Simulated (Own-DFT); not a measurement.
AlGa3N4 (wurtzite random alloy, strained, atoms displaced) (calculated)

A calculation, not a measurement: plane-wave PBE density functional theory by an unreviewed code, no spin, of a simulated periodic cell, stress positive in tension, free energy of the whole cell less one offset for each atom, forces on such cells passed a denser k mesh, this cell's mesh not checked; offsets are fitted by least squares, one for each functional and potential file, so energies compare only between cells with the same atoms and settings and are not formation energies; the far tail of each file's local potential was reset to the Coulomb form; each entry is a single point on an unrelaxed cell, so the pressure reflects the starting lattice, mostly measured values, from which strain is counted, and rises with the displacements; printed positions are rounded, which can move forces by about a meV/angstrom; the program is a retired in-house code; no spin-orbit coupling. Program: Own-DFT development build.

Settings shared by all entries: functional PBE; potential files PseudoDojo norm-conserving, scalar-relativistic, standard set with the stringent files for Ga; wave cutoff 96 hartree; occupations Gaussian; smearing width 0.01 eV; k mesh 4 x 4 x 3 centred on Gamma.

(1) AlGa3N4 (wurtzite random alloy, strained, atoms displaced)

```
cell vectors (Å)
   9.4855     0.0000     0.0000
  -4.7427     8.2147     0.0000
   0.0000     0.0000    10.2685
atoms (fractions of the cell vectors)
Al  0.10629  0.21818  0.00341
Al  0.22934  0.11879  0.25241
N   0.11298  0.22026  0.19513
N   0.22406  0.11484  0.43885
Ga  0.11751  0.22723  0.50621
Al  0.22100  0.11310  0.74742
N   0.11444  0.22250  0.68468
N   0.22363  0.11091  0.93716
Ga  0.11741  0.55749  0.00253
Ga  0.22116  0.43176  0.25300
N   0.11516  0.56625  0.18575
N   0.21872  0.42719  0.44224
Al  0.11365  0.56584  0.50418
Ga  0.22713  0.44677  0.74468
N   0.10393  0.55645  0.69008
N   0.21826  0.44148  0.93550
Ga  0.11193  0.89442  0.00288
Ga  0.22108  0.77933  0.24736
N   0.12185  0.89682  0.19663
N   0.22477  0.78799  0.43729
Ga  0.11678  0.89242  0.49816
Ga  0.22136  0.77414  0.74755
N   0.11769  0.89092  0.69734
N   0.22338  0.77843  0.93777
Ga  0.44198  0.21946  0.00077
Ga  0.55426  0.10739  0.26015
N   0.45401  0.23253  0.18262
N   0.55010  0.10649  0.44525
Ga  0.43702  0.22213  0.50477
Ga  0.55531  0.11405  0.74746
N   0.44374  0.23184  0.68739
N   0.55397  0.09756  0.93128
Al  0.45243  0.55805  0.99265
Ga  0.54673  0.44667  0.24821
N   0.45707  0.56347  0.18193
N   0.56179  0.44682  0.44025
Ga  0.44190  0.55777  0.51032
Ga  0.56191  0.45049  0.74881
N   0.44673  0.55350  0.68709
N   0.55590  0.44709  0.93783
Ga  0.44775  0.88763  0.99832
Ga  0.55701  0.77051  0.25557
N   0.44229  0.89423  0.17937
N   0.55841  0.77742  0.43661
Ga  0.44443  0.88790  0.49467
Ga  0.55129  0.77485  0.75631
N   0.45143  0.88796  0.68733
N   0.55047  0.77835  0.93084
Ga  0.77380  0.22225  0.99520
Ga  0.88117  0.10313  0.25445
N   0.78316  0.21882  0.19300
N   0.88773  0.10713  0.43773
Ga  0.77385  0.21615  0.50136
Al  0.87601  0.10999  0.75260
N   0.78097  0.22706  0.68561
N   0.87901  0.09860  0.93312
Ga  0.77818  0.55576  0.99577
Al  0.89035  0.44383  0.25361
N   0.78237  0.55459  0.19402
N   0.88296  0.43354  0.43731
Al  0.77514  0.55184  0.48839
Ga  0.88903  0.43961  0.74879
N   0.78533  0.55307  0.69923
N   0.88657  0.44388  0.92942
Ga  0.76768  0.88286  0.00370
Al  0.87890  0.76767  0.25491
N   0.77935  0.88441  0.18134
N   0.88687  0.78534  0.43420
Ga  0.77644  0.88306  0.50042
Ga  0.88421  0.76975  0.75785
N   0.78329  0.89251  0.69540
N   0.89126  0.77817  0.92935
```

The calculation gives: free energy of cell above offsets -9.009 eV; pressure 8.19 GPa; stress xx -5.32 GPa; stress yy -8.51 GPa; stress zz -10.72 GPa; stress yz -0.44 GPa; stress xz -0.54 GPa; stress xy 1.2 GPa.

Force:
```csv
element,x (eV/Å),y (eV/Å),z (eV/Å)
Al,0.01,0.013,-0.745
Al,0.335,-0.769,-0.269
N,0.152,-1.217,-1.81
N,-0.043,-0.305,-0.979
Ga,-0.984,-3.048,-0.596
Al,0.212,-0.269,0.597
N,-0.971,-0.678,2.286
N,-1.299,0.935,-0.409
Ga,-0.869,0.034,-1.021
Ga,-0.617,2.393,-0.272
N,0.023,-2.559,1.512
N,-1.111,4.836,-0.672
Al,-0.096,-1.398,-0.777
Ga,-1.112,-0.695,0.794
N,1.939,-0.145,-1.756
N,1.511,-0.478,0.8
Ga,0.485,-0.915,0.038
Ga,0.762,0.525,-0.014
N,-2.471,0.296,-0.436
N,0.794,-2.489,0.129
Ga,-1.537,0.348,1.158
Ga,0.383,0.959,0.932
N,-0.917,0.747,-1.485
N,-0.195,-0.027,0.127
Ga,0.737,-0.018,-1.047
Ga,0.049,0.69,-1.671
N,-0.791,-1.51,1.785
N,-0.202,0.84,-0.291
Ga,1.052,0.577,-0.647
Ga,-0.256,-0.266,-0.537
N,-0.038,-1.324,1.08
N,-0.954,2.184,0.58
Al,-1.507,-0.255,0.498
Ga,2.308,-0.191,0.673
N,-2.019,-0.853,-0.972
N,-1.103,-0.055,-0.117
Ga,0.729,-0.476,-2.501
Ga,0.484,-0.443,0.247
N,-0.263,0.8,1.399
N,-0.262,-0.219,0.111
Ga,-1.249,-0.495,-0.216
Ga,-0.9,1.487,-1.592
N,1.212,-0.544,2.253
N,-0.752,-0.546,0.744
Ga,0.38,-0.323,1.333
Ga,1.021,0.725,-2.487
N,-1.08,0.028,-0.677
N,0.998,-1.785,2.632
Ga,0.573,-0.191,0.83
Ga,1.009,0.057,-0.495
N,-1.308,1.259,-0.618
N,0.04,-0.007,0.92
Ga,0.493,-0.067,-0.403
Al,1.812,-0.168,-0.76
N,0.179,-1.501,0.53
N,0.885,1.786,0.832
Ga,0.528,0.191,0.735
Al,0.359,-0.347,-0.84
N,0.014,0.02,-0.282
N,0.414,2.438,0.102
Al,0.954,0.685,1.521
Ga,-0.117,0.321,-0.095
N,-1.41,0.268,-3.087
N,0.593,-0.203,2.237
Ga,0.913,0.021,-1.919
Al,1.123,1.539,-1.402
N,0.327,-0.548,2.297
N,1.693,-2.2,0.284
Ga,-0.4,1.34,1.56
Ga,0.548,1.349,-3.134
N,-0.689,-0.276,-0.876
N,-0.514,0.111,4.349
```

(2) AlGa3N4 (wurtzite random alloy, strained, atoms displaced)

```
cell vectors (Å)
   9.4855     0.0000     0.0000
  -4.7427     8.2147     0.0000
   0.0000     0.0000    10.2685
atoms (fractions of the cell vectors)
Ga  0.12137  0.22904  0.99913
Al  0.22826  0.11574  0.25423
N   0.09977  0.21113  0.18521
N   0.22460  0.11548  0.44343
Al  0.10753  0.22289  0.50425
Ga  0.22148  0.11751  0.74253
N   0.11325  0.22752  0.69105
N   0.22381  0.09674  0.93763
Ga  0.11195  0.55121  0.00183
Ga  0.21836  0.44742  0.24314
N   0.10841  0.55749  0.19242
N   0.21430  0.44863  0.44517
Al  0.10951  0.55845  0.49399
Al  0.21549  0.44787  0.76423
N   0.11991  0.56394  0.68225
N   0.21318  0.44392  0.94395
Ga  0.10624  0.88497  0.99685
Al  0.21644  0.77541  0.24075
N   0.11648  0.89160  0.18931
N   0.22852  0.78279  0.44188
Ga  0.10841  0.88450  0.49467
Ga  0.23103  0.77652  0.75132
N   0.12320  0.89720  0.69079
N   0.22031  0.77772  0.94084
Ga  0.44688  0.22641  0.00584
Ga  0.55756  0.11164  0.25741
N   0.44513  0.23184  0.18778
N   0.55237  0.11171  0.43700
Ga  0.44791  0.22713  0.50862
Ga  0.54923  0.10486  0.74799
N   0.43265  0.22088  0.69317
N   0.56270  0.11426  0.92948
Ga  0.44804  0.55617  0.00451
Ga  0.54067  0.43457  0.24415
N   0.44319  0.55705  0.18686
N   0.54616  0.43501  0.43948
Ga  0.44639  0.56074  0.49299
Al  0.56863  0.44374  0.75429
N   0.45467  0.56147  0.69519
N   0.54949  0.43780  0.93973
Ga  0.44390  0.88624  0.99982
Al  0.55956  0.78072  0.24888
N   0.45142  0.88193  0.18503
N   0.55043  0.77781  0.43622
Ga  0.43864  0.88181  0.50252
Ga  0.56396  0.77981  0.74285
N   0.45669  0.89930  0.69022
N   0.56194  0.78164  0.93921
Ga  0.77880  0.21694  0.00727
Ga  0.89834  0.11487  0.24865
N   0.77269  0.21391  0.18453
N   0.89210  0.11526  0.44333
Ga  0.77850  0.22329  0.49514
Ga  0.88865  0.11634  0.74729
N   0.77151  0.22198  0.68717
N   0.89645  0.11803  0.93926
Al  0.78117  0.55671  0.00060
Ga  0.89778  0.45358  0.24835
N   0.77721  0.55264  0.18083
N   0.89497  0.45152  0.43742
Al  0.77102  0.55070  0.51082
Ga  0.87962  0.44484  0.75454
N   0.77284  0.54755  0.68987
N   0.88392  0.43763  0.94159
Ga  0.78053  0.89297  0.00850
Ga  0.87707  0.77101  0.25937
N   0.78348  0.89669  0.18092
N   0.89783  0.78694  0.42737
Ga  0.78390  0.89295  0.49273
Ga  0.89150  0.77968  0.74497
N   0.77645  0.89054  0.69366
N   0.87972  0.77568  0.94067
```

The calculation gives: free energy of cell above offsets -8.514 eV; pressure 8.28 GPa; stress xx -7.55 GPa; stress yy -8.11 GPa; stress zz -9.17 GPa; stress yz -0.1 GPa; stress xz 0.39 GPa; stress xy 0.27 GPa.

Force:
```csv
element,x (eV/Å),y (eV/Å),z (eV/Å)
Ga,0.056,-2.476,-0.389
Al,-0.681,-0.891,-0.235
N,3.368,2.246,0.435
N,-1.028,0.196,-0.937
Al,0.897,0.937,-0.094
Ga,-0.509,-1.003,1.899
N,-0.93,1.205,-0.522
N,-0.891,2.59,-0.235
Ga,-2.149,1.195,0.04
Ga,0.611,-1.018,1.634
N,0.963,0.925,-0.926
N,0.881,-1.064,-1.2
Al,0.339,0.636,1.154
Al,1.255,0.277,-2.751
N,-0.426,-1.551,0.6
N,2.211,0.428,-0.688
Ga,-0.399,-0.391,0.761
Al,1.26,1.316,1.17
N,-0.319,0.248,0.69
N,-1.182,-1.747,-2.047
Ga,1.16,1.416,1.087
Ga,-0.641,0.797,-0.064
N,-0.951,-1.666,-0.904
N,0.573,-0.913,-0.101
Ga,0.566,-1.915,-1.757
Ga,-0.374,-0.508,-1.76
N,-0.046,-3.577,0.567
N,0.365,-0.137,1.303
Ga,-0.472,-1.402,-0.312
Ga,-0.297,2.168,0.386
N,2.83,1.989,-0.178
N,-0.714,-0.344,2.203
Ga,-0.162,0.801,-1.824
Ga,1.552,2.865,1.566
N,-0.227,0.748,1.202
N,1.287,2.502,-0.393
Ga,-0.586,-1.34,1.799
Al,-3.484,-0.71,0.291
N,-0.445,-2.07,-0.357
N,1.255,1.577,-0.522
Ga,0.363,0.889,-0.687
Al,0.168,-0.037,-0.315
N,-1.869,0.235,1.299
N,1.544,0.666,-1.173
Ga,0.444,1.508,0.19
Ga,-1.261,-0.352,1.807
N,-0.37,-2.576,-0.915
N,-0.446,-0.683,-0.211
Ga,-0.446,-0.157,-2.182
Ga,-2.363,-0.899,0.905
N,0.325,1.222,2.475
N,0.598,0.072,-0.823
Ga,-0.535,0.361,0.735
Ga,-0.021,-0.134,0.898
N,0.33,0.645,-0.559
N,0.198,-0.538,-0.274
Al,-0.571,-0.248,-0.538
Ga,-2.052,-1.854,0.28
N,-0.71,0.193,0.913
N,-1.331,0.296,0.635
Al,0.322,-0.033,-2.553
Ga,2.658,-0.726,-0.152
N,-0.349,1.441,-0.768
N,-0.405,1.361,0.241
Ga,-0.125,0.385,-3.427
Ga,0.92,0.249,-5.106
N,-0.69,-1.515,4.252
N,-1.146,-2.132,4.731
Ga,-0.946,-0.314,1.337
Ga,0.275,0.636,1.179
N,1.915,0.75,-2.119
N,1.06,-1.048,-0.66
```

(3) AlGa3N4 (wurtzite random alloy, strained, atoms displaced)

```
cell vectors (Å)
   9.4855     0.0000     0.0000
  -4.7427     8.2147     0.0000
   0.0000     0.0000    10.2685
atoms (fractions of the cell vectors)
Al  0.11289  0.22207  0.00726
Ga  0.20953  0.10296  0.25121
N   0.11070  0.22599  0.19393
N   0.23478  0.11333  0.43940
Ga  0.10902  0.22491  0.49671
Al  0.22168  0.10839  0.76084
N   0.10579  0.21742  0.69344
N   0.23492  0.11475  0.94040
Ga  0.11267  0.55102  0.00145
Ga  0.22148  0.43960  0.25142
N   0.10882  0.55638  0.19789
N   0.22413  0.43400  0.44551
Ga  0.12515  0.56183  0.49853
Al  0.21788  0.43992  0.74982
N   0.11287  0.55981  0.68861
N   0.22128  0.44681  0.93810
Ga  0.09402  0.87609  0.99904
Ga  0.21595  0.77193  0.24842
N   0.11530  0.89576  0.18194
N   0.22734  0.78548  0.43498
Ga  0.11230  0.89895  0.50314
Al  0.22607  0.78619  0.74872
N   0.11397  0.89210  0.68883
N   0.22434  0.77847  0.93291
Al  0.43997  0.21229  0.00150
Ga  0.56493  0.11792  0.25306
N   0.44642  0.21550  0.18994
N   0.55554  0.11036  0.43948
Ga  0.44037  0.22739  0.49923
Ga  0.55103  0.11147  0.75141
N   0.43989  0.21251  0.69077
N   0.55042  0.09824  0.94447
Ga  0.44072  0.55207  0.99961
Ga  0.56205  0.44518  0.25136
N   0.43911  0.55149  0.19096
N   0.55609  0.44803  0.44720
Al  0.43544  0.54830  0.49292
Ga  0.56204  0.44677  0.75636
N   0.44703  0.55190  0.68955
N   0.55465  0.43607  0.93309
Ga  0.43903  0.88272  0.00050
Ga  0.55977  0.77971  0.25287
N   0.44115  0.89941  0.19721
N   0.55851  0.78860  0.44713
Ga  0.44662  0.89415  0.50596
Ga  0.55964  0.78230  0.75142
N   0.44675  0.89651  0.68241
N   0.54818  0.77994  0.93401
Ga  0.78348  0.22385  0.99785
Ga  0.88541  0.10967  0.25490
N   0.77946  0.22657  0.19361
N   0.88247  0.10674  0.43693
Ga  0.77844  0.22004  0.50052
Ga  0.88311  0.11271  0.75086
N   0.77852  0.22769  0.69012
N   0.88996  0.10140  0.94636
Ga  0.78265  0.56450  0.98798
Al  0.89460  0.44415  0.25324
N   0.77337  0.54645  0.18140
N   0.87076  0.43410  0.43378
Ga  0.79041  0.56373  0.49665
Al  0.89201  0.44222  0.74997
N   0.77293  0.55011  0.68605
N   0.88932  0.43544  0.94355
Ga  0.78627  0.89802  0.00236
Ga  0.89332  0.77986  0.25234
N   0.77657  0.88381  0.18744
N   0.89719  0.78860  0.43882
Al  0.77773  0.88196  0.50287
Ga  0.88476  0.77236  0.74442
N   0.78344  0.89029  0.68632
N   0.89097  0.78456  0.93543
```

It finds free energy of cell above offsets -9.772 eV; pressure 7.64 GPa; stress xx -6.95 GPa; stress yy -8.53 GPa; stress zz -7.44 GPa; stress yz 0.1 GPa; stress xz -0.15 GPa; stress xy -0.83 GPa.

Force:
```csv
element,x (eV/Å),y (eV/Å),z (eV/Å)
Al,0.493,0.01,-1.012
Ga,2.104,1.689,0.097
N,-0.179,-1.153,-1.307
N,-3.197,-0.389,-0.855
Ga,0.424,-2.63,1.517
Al,-0.13,0.526,-1.556
N,0.924,0.62,0.06
N,-2.596,-0.5,0.434
Ga,-0.705,1.022,0.235
Ga,-0.278,1.052,0.485
N,0.295,-1.235,-1.067
N,-0.918,2.114,-1.428
Ga,-1.547,-0.105,0.12
Al,0.721,0.65,-0.286
N,0.189,-0.201,0.669
N,0.412,-2.016,-0.244
Ga,3.115,2.036,-0.206
Ga,0.574,2.021,0.404
N,-0.63,-1.822,0.656
N,-0.687,-0.872,0.829
Ga,1.52,-0.469,0.061
Al,0.387,-0.688,-0.386
N,0.091,0.031,1.04
N,-1.29,-0.841,0.119
Al,1.648,0.871,0.807
Ga,-0.98,-0.506,0.377
N,-1.577,0.999,-0.781
N,-0.212,0.832,0.526
Ga,2.695,0.079,1.088
Ga,0.782,0.002,0.573
N,-1.627,1.043,0.12
N,-0.12,2.238,-0.687
Ga,0.832,0.513,-0.257
Ga,-0.753,-1.07,0.13
N,0.663,0.6,-0.093
N,-0.159,1.065,-1.249
Al,1.9,1.923,1.986
Ga,-1.312,-1.247,-2.345
N,-1.58,-0.01,-0.689
N,-0.167,-0.003,2.57
Ga,-0.171,0.375,1.489
Ga,-1.563,0.102,0.26
N,1.373,-1.949,-1.284
N,1.41,-2.334,-0.712
Ga,-0.363,0.372,-2.005
Ga,-0.515,-0.796,-1.242
N,-0.294,-1.349,2.617
N,1.978,-0.703,1.246
Ga,-1.005,-1.913,1.322
Ga,-0.373,-0.08,-1.027
N,1.357,0.571,-0.819
N,1.171,-0.776,1.302
Ga,-1.118,-0.265,0.194
Ga,0.827,-0.376,0.271
N,0.069,0.042,0.421
N,0.506,3.54,-1.153
Ga,-0.169,-1.873,1.463
Al,-1.584,-0.335,-0.7
N,1.537,1.423,0.642
N,2.395,1.297,-0.206
Ga,-1.416,-0.715,0.532
Al,-0.33,0.675,-0.046
N,2.065,0.281,0.584
N,-0.373,2.04,-2.138
Ga,-1.529,-3.019,0.23
Ga,-0.067,-0.983,-0.955
N,0.257,0.604,0.526
N,-0.79,-0.548,0.13
Al,-1.026,0.987,-0.234
Ga,0.602,0.564,0.122
N,-0.682,0.066,-0.29
N,-1.301,-1.107,-0.991
```

(4) AlGa3N4 (wurtzite random alloy, strained, atoms displaced)

```
cell vectors (Å)
   9.4855     0.0000     0.0000
  -4.7427     8.2147     0.0000
   0.0000     0.0000    10.2685
atoms (fractions of the cell vectors)
Al  0.11446  0.21795  0.00542
Ga  0.22989  0.11489  0.24381
N   0.11166  0.23516  0.19162
N   0.21772  0.10602  0.44153
Ga  0.09629  0.22459  0.49795
Ga  0.21997  0.11408  0.75219
N   0.11387  0.22309  0.68514
N   0.21389  0.10284  0.93490
Ga  0.11259  0.55890  0.00395
Ga  0.22994  0.44333  0.25399
N   0.10707  0.55163  0.18039
N   0.21119  0.44127  0.44387
Ga  0.10944  0.54861  0.50459
Ga  0.20923  0.44626  0.74937
N   0.10757  0.54959  0.68278
N   0.22922  0.44602  0.93951
Ga  0.11329  0.88914  0.00291
Ga  0.21178  0.76964  0.24525
N   0.11452  0.89036  0.19708
N   0.22153  0.77397  0.43861
Al  0.12043  0.89233  0.49702
Ga  0.23325  0.78176  0.74835
N   0.10224  0.88831  0.68498
N   0.22037  0.77876  0.94257
Ga  0.44868  0.22826  0.00663
Al  0.54710  0.10594  0.24707
N   0.44153  0.21743  0.19455
N   0.56125  0.11627  0.44523
Ga  0.45098  0.22989  0.50485
Ga  0.56495  0.12212  0.75573
N   0.44022  0.23361  0.69292
N   0.55481  0.10733  0.93457
Al  0.44152  0.56719  0.00558
Ga  0.54697  0.43977  0.24504
N   0.43996  0.55670  0.18746
N   0.55558  0.44009  0.44343
Ga  0.43316  0.56174  0.50393
Ga  0.54554  0.44346  0.74873
N   0.44277  0.56080  0.68999
N   0.54668  0.43787  0.94002
Ga  0.43310  0.88825  0.00242
Al  0.55004  0.77003  0.24797
N   0.44414  0.89689  0.19304
N   0.55504  0.76800  0.44341
Al  0.44303  0.89296  0.49865
Ga  0.55466  0.77809  0.75166
N   0.44822  0.88924  0.68996
N   0.56407  0.78840  0.94574
Ga  0.76913  0.20452  0.00044
Ga  0.89476  0.10592  0.24516
N   0.77598  0.22668  0.18799
N   0.89233  0.11720  0.44274
Ga  0.76991  0.20477  0.50370
Ga  0.89597  0.11241  0.76034
N   0.77676  0.22046  0.69135
N   0.88769  0.10958  0.93473
Al  0.78834  0.56630  0.99690
Ga  0.87734  0.43237  0.24661
N   0.77990  0.56931  0.18605
N   0.88585  0.44909  0.43935
Ga  0.77387  0.55841  0.49665
Al  0.88662  0.43672  0.75665
N   0.77993  0.55780  0.69417
N   0.87865  0.42619  0.93754
Ga  0.78367  0.89415  0.00380
Ga  0.89014  0.77696  0.24470
N   0.78897  0.89021  0.19048
N   0.88579  0.77176  0.43983
Ga  0.77937  0.89098  0.49907
Al  0.88153  0.78037  0.74952
N   0.77340  0.88552  0.69130
N   0.88959  0.78140  0.93485
```

Results for AlGa3N4 (wurtzite random alloy, strained, atoms displaced): free energy of cell above offsets -8.298 eV; pressure 8.35 GPa; stress xx -6.98 GPa; stress yy -10.54 GPa; stress zz -7.53 GPa; stress yz -0.11 GPa; stress xz -0.06 GPa; stress xy -0.81 GPa.

Force:
```csv
element,x (eV/Å),y (eV/Å),z (eV/Å)
Al,-0.703,1.131,-1.091
Ga,-2.135,-0.867,2.466
N,1.532,-2.061,-1.652
N,0.067,0.954,-0.757
Ga,3.803,-0.344,1.17
Ga,0.325,-0.885,-1.24
N,-1.096,0.366,0.658
N,0.059,1.415,2.162
Ga,-0.143,-1.694,-1.997
Ga,-2.312,1.118,0.564
N,0.229,-0.174,2.477
N,1.712,0.253,-1.524
Ga,-2.476,1.183,-1.555
Ga,2.626,-0.756,0.78
N,-1.875,0.917,2.304
N,-0.588,-0.575,0.617
Ga,-0.89,-0.213,-0.133
Ga,1.066,-0.143,1.448
N,-0.576,0.441,-1.722
N,0.469,0.819,0.276
Al,-1.412,-1.033,0.493
Ga,-2.306,-0.393,-0.21
N,0.849,-0.195,0.156
N,-0.16,-0.617,-1.031
Ga,-0.118,-0.971,-1.442
Al,1.368,1.29,1.646
N,1.468,0.638,-0.951
N,-1.354,-2.115,-1.897
Ga,-1.041,-1.389,0.114
Ga,-1.497,-0.784,-1.58
N,1.371,-2.294,-0.378
N,-1.163,-0.074,1.891
Al,1.366,-0.956,-1.685
Ga,1.309,1.283,1.375
N,0.712,0.784,-0.171
N,-1.859,1.185,-1.613
Ga,1.594,-2.039,0.44
Ga,1.047,1.77,0.81
N,-0.849,-0.517,0.254
N,0.185,2.646,1.055
Ga,1.798,0.541,0.049
Al,0.266,1.638,0.917
N,1.054,-1.63,-0.024
N,-1.539,2.774,-2.239
Al,0.432,-0.63,0.118
Ga,0.311,0.187,0.512
N,-0.293,1.094,-1.173
N,-1.093,-1.411,0.182
Ga,-0.157,1.51,0.33
Ga,-1.652,1.153,1.399
N,-0.406,-3.526,-0.13
N,-1.301,-2.338,-2.112
Ga,-0.179,3.03,0.353
Ga,-0.463,-0.43,-3.129
N,1.06,0.686,0.23
N,1.732,0.579,3.068
Al,-0.869,-1.85,-0.38
Ga,0.154,2.873,1.317
N,0.119,-2.945,-1.505
N,0.801,-1.378,-0.4
Ga,0.825,-0.524,1.42
Al,-0.868,1.064,-1.38
N,0.168,-0.259,0.374
N,-0.25,2.175,0.353
Ga,0.116,-0.655,-0.519
Ga,0.642,0.527,2.406
N,-2.657,-0.417,-0.061
N,0.711,2.274,-0.581
Ga,0.696,-0.728,0.494
Al,1.422,-0.736,-0.568
N,0.454,0.821,-0.092
N,0.366,-0.574,0.251
```
